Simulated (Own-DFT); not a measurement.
Hf₃₆O₇₁ (tetragonal hafnia with one neutral oxygen vacancy, atoms displaced) (calculated)

Computed with Own-DFT development build. A calculation, not a measurement: plane-wave PBE and HSE06 DFT by an unreviewed code, no spin, of a simulated cell at Gamma alone, so results move with cell size and shape, stress positive in tension, energies less offsets, not probed for a lower state with spin; hafnium file: forces about 75 meV/angstrom off all-electron values; oxygen file: force components 24 meV/angstrom off all-electron in a glass; k mesh not checked against a denser one; forces and stress are PBE's, HSE06 gives the energy alone, and its difference from PBE has offsets of its own; offsets are fitted by least squares, one for each functional and potential file, so energies compare only between cells with the same atoms and settings and are not formation energies; the far tail of each file's local potential was reset to the Coulomb form; each entry is a single point on an unrelaxed cell, so the pressure reflects the starting lattice, taken from the Materials Project, from which strain is counted, and rises with the displacements; printed positions are rounded, which can move forces by about a meV/angstrom; the program is a retired in-house code; no spin-orbit coupling.

Settings shared by all entries: first functional PBE; second functional HSE06; exact exchange share 0.25; screening 0.11 1/bohr; exchange divergence Gygi-Baldereschi; potential files PseudoDojo norm-conserving, scalar-relativistic, made for PBE, standard set; wave cutoff 48 hartree; occupations fixed; k mesh 1 x 1 x 1 centred on Gamma.

(1) Hf₃₆O₇₁ (tetragonal hafnia with one neutral oxygen vacancy, atoms displaced)

```
Hf36O71
1.0
     10.7800     0.0000     0.0000
      0.0000    10.7800     0.0000
      0.0000     0.0000    10.4493
Hf O Hf O Hf O Hf O Hf O Hf O Hf O Hf O Hf O Hf O Hf O Hf O Hf O Hf O Hf O Hf O Hf O Hf O
2 4 2 4 2 4 2 4 2 4 2 4 2 4 2 4 2 4 2 3 2 4 2 4 2 4 2 4 2 4 2 4 2 4 2 4
Direct
  0.00015 0.99467 0.00392
  0.16271 0.16582 0.24844
  0.99930 0.17286 0.15995
  0.17089 0.00599 0.34640
  0.99745 0.17140 0.39239
  0.16908 0.00454 0.10466
  0.98704 0.00444 0.49079
  0.15844 0.16035 0.75150
  0.99817 0.17257 0.65341
  0.16783 0.99164 0.84897
  0.00030 0.16247 0.90074
  0.16596 0.00256 0.59710
  0.00233 0.33357 0.99611
  0.17250 0.49935 0.24850
  0.00378 0.50015 0.15921
  0.17303 0.33986 0.34238
  0.99540 0.49128 0.39336
  0.16186 0.33248 0.09813
  0.99867 0.32647 0.50386
  0.16793 0.49790 0.74082
  0.00438 0.51282 0.65023
  0.16393 0.33708 0.85503
  0.99879 0.49436 0.90106
  0.16617 0.33891 0.59326
  0.00341 0.67224 0.99749
  0.15861 0.83558 0.25017
  0.98738 0.83732 0.15769
  0.16719 0.66373 0.35183
  0.00030 0.83767 0.40737
  0.15794 0.67169 0.09590
  0.99622 0.66880 0.50176
  0.16838 0.84313 0.74676
  0.99352 0.82919 0.65242
  0.16578 0.67208 0.84387
  0.99428 0.83861 0.90060
  0.16899 0.67082 0.59656
  0.33367 0.99505 0.00156
  0.49533 0.16388 0.25030
  0.33833 0.16902 0.15577
  0.50552 0.00671 0.34264
  0.32715 0.16825 0.40541
  0.49254 0.00667 0.08975
  0.33704 0.99683 0.49854
  0.49946 0.15997 0.75100
  0.34106 0.16676 0.65728
  0.50306 0.00473 0.84404
  0.33547 0.15779 0.90071
  0.49919 0.00020 0.60022
  0.33467 0.33296 0.99943
  0.49552 0.50304 0.25703
  0.33346 0.50212 0.14741
  0.50364 0.33319 0.34115
  0.32802 0.49686 0.39507
  0.50193 0.32806 0.10567
  0.33161 0.33704 0.49622
  0.50081 0.48535 0.74853
  0.34248 0.49976 0.65195
  0.49779 0.33719 0.84585
  0.33424 0.50195 0.89751
  0.33603 0.66738 0.00239
  0.49494 0.83245 0.24286
  0.33158 0.83208 0.16437
  0.50474 0.65906 0.35135
  0.34474 0.83268 0.40083
  0.49122 0.67446 0.09560
  0.33687 0.66747 0.50119
  0.49825 0.84051 0.74557
  0.32791 0.83467 0.65370
  0.50017 0.66959 0.84912
  0.34096 0.83505 0.90697
  0.50139 0.66433 0.60069
  0.66305 0.99378 0.99215
  0.83881 0.16228 0.25519
  0.65939 0.16546 0.14608
  0.82767 0.99622 0.35090
  0.66382 0.17395 0.40289
  0.83226 0.99488 0.09883
  0.66571 0.00499 0.50606
  0.83245 0.16433 0.74560
  0.66843 0.16691 0.65427
  0.83782 0.99396 0.84681
  0.66640 0.16538 0.90441
  0.84065 0.00192 0.60496
  0.66031 0.33660 0.00758
  0.83476 0.49595 0.25320
  0.67160 0.49791 0.14810
  0.83041 0.33096 0.35056
  0.66926 0.50479 0.40292
  0.83337 0.33549 0.09131
  0.65939 0.32774 0.50219
  0.83427 0.49602 0.74519
  0.66260 0.50696 0.65891
  0.82973 0.33380 0.85790
  0.67428 0.49698 0.90114
  0.83381 0.33358 0.60194
  0.66196 0.65590 0.00089
  0.83397 0.83837 0.25330
  0.66708 0.83153 0.15041
  0.82927 0.66978 0.34111
  0.66153 0.83513 0.41450
  0.83486 0.66299 0.10850
  0.66836 0.66114 0.50266
  0.82877 0.83288 0.75100
  0.66125 0.83711 0.64489
  0.82942 0.66809 0.84806
  0.66773 0.82277 0.90085
  0.83963 0.66413 0.59864
```

```
PBE energy of cell above offsets : -96.365 eV
HSE06 less PBE above offsets     : 0.137 eV
PBE pressure                     : 2.04 GPa
PBE stress xx                    : -2.29 GPa
PBE stress yy                    : -1.24 GPa
PBE stress zz                    : -2.59 GPa
PBE stress yz                    : 0.28 GPa
PBE stress xz                    : -0.29 GPa
PBE stress xy                    : 0.08 GPa
```

Force:
```tsv
element	x (eV/Å)	y (eV/Å)	z (eV/Å)
Hf	-0.962	0.737	-0.328
Hf	1.821	1.494	-0.138
O	-0.444	-0.835	-1.128
O	-0.448	-1.591	0.341
O	0.039	-1.014	1.178
O	-0.753	-0.597	-0.582
Hf	2.195	-0.828	1.222
Hf	1.692	0.544	0.776
O	0.433	-0.021	-0.948
O	-0.152	2.226	0.752
O	0.573	-0.479	-0.001
O	-0.554	0.353	-0.135
Hf	-1.233	0.458	0.485
Hf	-1.909	0.291	-0.089
O	-0.102	-0.129	-0.875
O	-0.172	-1.909	0.698
O	-0.071	0.668	2.12
O	1.737	-0.262	-0.165
Hf	-0.449	2.36	-1.449
Hf	0.353	1.159	1.668
O	-0.538	-0.918	-0.226
O	0.534	-1.218	-1.585
O	0.091	1.691	-0.2
O	0.12	-0.241	0.662
Hf	-2.27	-1.855	-0.515
Hf	0.288	-0.756	0.731
O	3.24	0.296	-0.949
O	-0.042	1.331	-0.766
O	0.197	0.164	-0.906
O	1.716	0.729	0.574
Hf	1.353	-1.206	-0.39
Hf	-1.891	-3.106	-0.741
O	1.012	0.319	0.01
O	-0.162	-0.245	-0.042
O	0.495	-0.596	0.711
O	0.329	-0.403	-0.48
Hf	-0.805	1.171	-0.085
Hf	1.465	1.41	-1.062
O	-2.102	0.162	-0.535
O	-0.324	-1.84	0.967
O	0.492	-0.202	0.46
O	1.317	-1.23	0.666
Hf	-0.988	0.935	-0.228
Hf	0.097	1.973	0.392
O	-1.771	0.517	-0.483
O	0.382	-2.07	0.671
O	-0.315	1.129	0.475
O	0.05	0.137	-0.231
Hf	-0.538	-0.147	0.16
Hf	1.031	-1.337	-1.246
O	0.466	0.059	-0.281
O	-0.249	0.546	1.773
O	1.041	0.996	0.664
O	-1.601	0.986	-1.188
Hf	0.499	-0.746	0.023
Hf	-0.029	3.942	0.186
O	-1.545	-0.759	-1.151
O	-0.103	-2.842	0.994
O	-0.138	-0.376	0.838
Hf	-1.438	-0.824	-2.089
Hf	2.175	-0.075	1.748
O	-1.502	0.19	-1.359
O	-0.507	1.67	-0.293
O	-0.186	0.174	0.566
O	1.733	-0.272	1.317
Hf	-0.242	-0.347	0.175
Hf	0.491	-2.593	0.802
O	1.496	0.414	-0.688
O	-0.144	-0.535	-0.249
O	-0.198	-0.06	-0.215
O	-0.538	0.785	-0.676
Hf	0.727	0.688	1.06
Hf	-2.27	1.927	-1.936
O	1.345	-0.439	1.309
O	0.518	1.703	1.29
O	0.38	-1.566	0.544
O	0.045	0.753	-0.17
Hf	-0.229	-1.398	-1.02
Hf	-0.209	0.877	2.894
O	-0.625	0.108	-0.896
O	-0.863	1.355	0.137
O	-0.044	-0.234	-0.544
O	-1.499	0.592	-0.785
Hf	2.119	-1.102	-0.332
Hf	1.014	0.733	-0.927
O	-2.171	0.32	0.486
O	-0.128	-0.892	-0.071
O	-0.08	-1.941	0.267
O	0.055	-0.292	1.237
Hf	0.294	1.597	-0.504
Hf	0.102	0.397	1.978
O	1.142	-0.759	-1.061
O	0.493	-0.835	-2.385
O	-0.857	0.034	0.048
O	-0.35	0.187	-0.073
Hf	1.588	0.712	-0.109
Hf	-2.834	-2.547	-0.827
O	-0.825	0.455	0.478
O	0.436	0.072	1.562
O	0.094	0.294	-0.787
O	0.11	0.214	-1.962
Hf	-0.275	1.268	0.052
Hf	0.015	-1.249	0.167
O	0.99	0.474	1.334
O	0.496	-0.655	-0.348
O	-0.297	1.697	-0.115
O	-1.943	-0.103	-0.099
```

(2) Hf₃₆O₇₁ (tetragonal hafnia with one neutral oxygen vacancy, atoms displaced)

```
Hf36O71
1.0
     10.7800     0.0000     0.0000
      0.0000    10.7800     0.0000
      0.0000     0.0000    10.4493
Hf O Hf O Hf O Hf O Hf O Hf O Hf O Hf O Hf O Hf O Hf O Hf O Hf O Hf O Hf O Hf O Hf O Hf O
2 4 2 4 2 4 2 4 2 4 2 4 2 4 2 4 2 4 2 4 2 4 2 4 2 4 2 3 2 4 2 4 2 4 2 4
Direct
  0.99697 0.99917 0.00083
  0.16528 0.16830 0.25264
  0.99744 0.16718 0.15400
  0.17070 0.00423 0.34556
  0.99759 0.16605 0.40224
  0.16380 0.99448 0.09332
  0.99850 0.00220 0.49532
  0.16769 0.16507 0.74874
  0.99944 0.16903 0.64555
  0.16071 0.00186 0.84543
  0.99389 0.16250 0.90188
  0.16799 0.00587 0.59742
  0.00087 0.33059 0.99975
  0.16505 0.50035 0.24929
  0.00378 0.50021 0.15405
  0.16794 0.33462 0.34870
  0.00191 0.49908 0.39647
  0.17420 0.33118 0.09049
  0.00164 0.33058 0.49567
  0.16328 0.50194 0.74759
  0.00173 0.50064 0.64709
  0.17071 0.32715 0.84630
  0.00173 0.49653 0.90325
  0.16763 0.33599 0.59656
  0.00218 0.66144 0.99736
  0.16391 0.83599 0.24877
  0.00603 0.83516 0.15171
  0.16331 0.66934 0.34420
  0.99846 0.83280 0.40086
  0.16861 0.66513 0.09691
  0.00103 0.66864 0.49754
  0.16490 0.83186 0.74969
  0.00078 0.83453 0.64529
  0.16368 0.66476 0.84575
  0.99807 0.83370 0.89992
  0.16929 0.67009 0.59855
  0.33442 0.99534 0.00091
  0.50132 0.16484 0.24793
  0.33366 0.16499 0.14892
  0.50032 0.00395 0.34435
  0.33084 0.16482 0.40585
  0.50179 0.99560 0.10054
  0.33389 0.99588 0.50088
  0.50274 0.16944 0.74893
  0.33358 0.17122 0.65933
  0.50120 0.00459 0.84896
  0.33301 0.16545 0.90289
  0.50339 0.99575 0.59653
  0.32983 0.33442 0.99990
  0.50211 0.50190 0.24757
  0.33612 0.49500 0.15611
  0.49899 0.33554 0.34478
  0.33181 0.50073 0.40154
  0.49685 0.33489 0.09890
  0.33464 0.32976 0.50045
  0.49660 0.49695 0.74853
  0.33163 0.49813 0.65261
  0.50143 0.33135 0.84700
  0.33365 0.49941 0.89948
  0.49813 0.33568 0.60443
  0.33485 0.66924 0.00469
  0.49638 0.83386 0.25706
  0.33458 0.83606 0.14951
  0.50176 0.66761 0.34533
  0.33442 0.83002 0.40373
  0.49595 0.66424 0.09718
  0.33483 0.66763 0.50461
  0.50376 0.83017 0.75248
  0.33305 0.83269 0.65000
  0.49796 0.67032 0.84987
  0.32963 0.83687 0.90028
  0.50464 0.66547 0.60014
  0.66811 0.99635 0.00309
  0.82997 0.16401 0.25498
  0.67230 0.16699 0.15011
  0.83693 0.00134 0.34776
  0.66864 0.16557 0.40526
  0.82876 0.99750 0.10245
  0.66654 0.00250 0.50200
  0.83730 0.16614 0.74417
  0.83453 0.00156 0.84852
  0.67432 0.16519 0.90335
  0.83404 0.00354 0.59781
  0.66699 0.32821 0.00131
  0.83505 0.50285 0.24583
  0.66252 0.50121 0.15123
  0.82812 0.33303 0.34545
  0.66583 0.50058 0.40283
  0.83652 0.33629 0.09987
  0.66931 0.33592 0.49926
  0.83554 0.50105 0.74873
  0.66413 0.50006 0.64988
  0.83224 0.33201 0.84447
  0.66953 0.49931 0.90292
  0.83461 0.32893 0.59894
  0.67008 0.66640 0.99764
  0.83719 0.82970 0.25341
  0.66461 0.83466 0.15207
  0.83337 0.66897 0.34586
  0.66559 0.83418 0.40473
  0.83042 0.66724 0.09643
  0.66626 0.66577 0.49509
  0.83933 0.83545 0.74689
  0.67316 0.83112 0.65199
  0.83716 0.66623 0.84710
  0.66919 0.83686 0.90238
  0.83093 0.66943 0.59843
```

```
PBE energy of cell above offsets : -101.095 eV
HSE06 less PBE above offsets     : -0.151 eV
PBE pressure                     : 0.69 GPa
PBE stress xx                    : -0.01 GPa
PBE stress yy                    : -0.81 GPa
PBE stress zz                    : -1.26 GPa
PBE stress yz                    : 0.05 GPa
PBE stress xz                    : -0.17 GPa
PBE stress xy                    : -0.02 GPa
```

Force:
```tsv
element	x (eV/Å)	y (eV/Å)	z (eV/Å)
Hf	-0.16	0.056	-0.312
Hf	0.747	0.155	-1.066
O	0.478	0.062	0.061
O	-0.389	-0.926	0.257
O	0.283	0.281	-0.547
O	0.335	0.287	0.351
Hf	0.279	-0.15	0.969
Hf	0.058	-0.085	0.222
O	0.587	-0.1	0.226
O	0.049	-0.694	-0.152
O	0.276	0.997	0.173
O	-0.176	-0.425	-0.547
Hf	-0.135	-0.961	-0.232
Hf	1.463	0.356	0.607
O	-0.701	0.155	-0.862
O	-0.368	-0.529	-0.374
O	-0.395	0.254	0.47
O	-2.642	0.154	1.437
Hf	0.208	0.577	0.775
Hf	0.98	-1.255	0.246
O	-0.528	0.23	0.205
O	-0.678	1.285	-0.185
O	0.007	0.065	-0.321
O	-0.414	-0.145	-0.355
Hf	-0.059	0.893	-0.072
Hf	0.972	0.056	-0.287
O	-1.561	-0.467	0.006
O	-0.103	-0.151	0.284
O	0.096	0.455	-0.278
O	-0.339	-0.055	-0.062
Hf	-0.041	-0.688	0.381
Hf	0.386	0.673	0.208
O	0.309	-0.037	0.157
O	-0.309	0.417	0.197
O	0.177	-0.62	0.197
O	-0.698	-0.199	-0.196
Hf	0.154	1.578	-0.083
Hf	-0.519	1.023	-0.701
O	-0.198	-0.262	1.092
O	-0.171	-0.6	0.814
O	0.214	0.017	-0.097
O	-0.198	0.475	-0.197
Hf	-0.005	0.417	0.323
Hf	0.193	-0.31	0.474
O	0.512	-0.26	-0.91
O	-0.019	-0.893	-0.356
O	-0.084	-0.311	0.355
O	-0.54	0.485	-0.023
Hf	1.778	-0.595	-1.068
Hf	-0.772	-0.53	0.187
O	-0.945	0.466	-0.409
O	0.182	-0.83	0.551
O	-0.041	0.28	0.722
O	0.968	-0.442	-0.396
Hf	-0.034	0.846	-0.012
Hf	0.34	0.079	0.506
O	-0.043	0.485	-0.065
O	0.345	0.231	0.215
O	-0.04	0.613	0.42
O	0.66	-0.447	-0.957
Hf	0.236	-0.491	-0.994
Hf	0.889	0.335	-1.379
O	-0.45	-0.274	0.539
O	0.027	-0.131	0.639
O	0.109	0.564	-0.323
O	0.869	0.153	0.062
Hf	0.405	-0.97	-0.331
Hf	0.358	1.078	-0.369
O	0.222	0.077	0.394
O	0.128	-0.6	-0.107
O	-0.051	-0.982	-0.149
O	-0.798	0.251	-0.27
Hf	-0.394	0.448	-0.386
Hf	0.461	0.502	-0.871
O	-1.12	0.284	0.376
O	0.068	-0.891	0.454
O	-0.074	0.315	0.137
O	1.168	-0.145	-0.099
Hf	0.096	-0.503	0.297
Hf	-0.971	0.033	0.837
O	0.155	-0.563	-0.476
O	-0.464	0.104	-0.251
O	0.075	0.194	-0.106
Hf	-0.198	0.414	-0.298
Hf	-0.603	-0.991	0.068
O	1.373	0.132	0.035
O	0.22	0.522	0.309
O	0.28	0.158	-0.466
O	-0.21	0.389	-0.428
Hf	-0.425	-0.093	0.507
Hf	-1.12	-0.443	-0.076
O	0.863	-0.212	0.289
O	0.414	0.497	0.018
O	-0.008	0.129	0.002
O	-0.22	0.111	-0.612
Hf	-1.217	0.061	-0.008
Hf	-0.922	1.387	-1.278
O	0.303	-0.537	0.734
O	0.149	-0.854	0.373
O	0.116	0.144	-0.379
O	1.3	-0.18	0.34
Hf	-0.006	0.299	1.128
Hf	-0.795	0.094	0.577
O	-0.782	0.253	0.401
O	0.029	-0.005	0.04
O	-0.146	-1.046	-0.221
O	0.933	-0.462	-0.643
```
